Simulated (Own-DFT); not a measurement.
# Point defects and the pressure they add: C11b WSi2

Everything here is calculated. The program is Own-DFT (plane waves, in-house, since retired, never reviewed by a person); positions were held fixed, and spin and spin-orbit coupling were off.

All runs used: PBE; PseudoDojo norm-conserving scalar-relativistic files; cutoff 50 hartree; 5 x 5 x 5 k mesh centred on Gamma; cold (Marzari-Vanderbilt) smearing of 0.2 eV.

Limits: forces on such cells failed a check on a denser k mesh; stress not checked against mesh or cutoff.

All runs share one cell, with vectors in Å (-2.148, -5.953, 3.409); (-6.444, 2.976, 1.136); (-2.553, -2.948, -6.757) and a volume of 403.2 Å³. Atoms were moved at random from their sites; u is the rms move along one axis. The defect's site can differ from row to row.

| cell | formula | u (Å) | P (GPa) |
|---|---|---|---|
| no defect | Si20W10 | 0.0181 | 4.48 |
| no defect | Si20W10 | 0.0460 | 5.53 |
| no defect | Si20W10 | 0.0517 | 6.75 |
| one W vacancy | Si20W9 | 0.0314 | 3.33 |
| one W vacancy | Si20W9 | 0.0479 | 4.23 |
| one W vacancy | Si20W9 | 0.0504 | 3.88 |
| one W on a Si site | Si19W11 | 0.0287 | 10.13 |
| one W on a Si site | Si19W11 | 0.0477 | 10.64 |
| one W on a Si site | Si19W11 | 0.0576 | 11.42 |
| one Si on a W site | Si21W9 | 0.0316 | 6.20 |
| one Si on a W site | Si21W9 | 0.0333 | 6.69 |
| one Si on a W site | Si21W9 | 0.0535 | 7.97 |
| one Si vacancy | Si19W10 | 0.0287 | 3.11 |
| one Si vacancy | Si19W10 | 0.0314 | 3.43 |
| one Si vacancy | Si19W10 | 0.0496 | ? |
| one Si vacancy | Si19W10 | 0.0557 | 4.65 |

## Fit

P = P0 + c u² + a shift for each defect gives P0 = 4.43 GPa, c = 679 ± 87 GPa/Å² and a scatter of 0.31 GPa. The shifts, and each times the cell's volume:

- one W on a Si site: 4.85 ± 0.26 GPa, 12.2 eV
- one Si on a W site: 1.40 ± 0.26 GPa, 3.5 eV
- one Si vacancy: -1.81 ± 0.26 GPa, -4.5 eV
- one W vacancy: -1.93 ± 0.26 GPa, -4.9 eV

Positive is outwards. The product with the volume (160.2 GPa Å³ to the eV) is nearly free of the cell's size; divided by the bulk modulus at the cell's pressure it gives the volume that the defect adds. The atoms around the defects weren't relaxed, which would change these numbers.

## Withheld run

The question: what pressure belongs in the blank (one Si vacancy, u = 0.0496 Å)?

From the fit: 4.29 ± 0.37 GPa. Computed: 3.94 GPa.
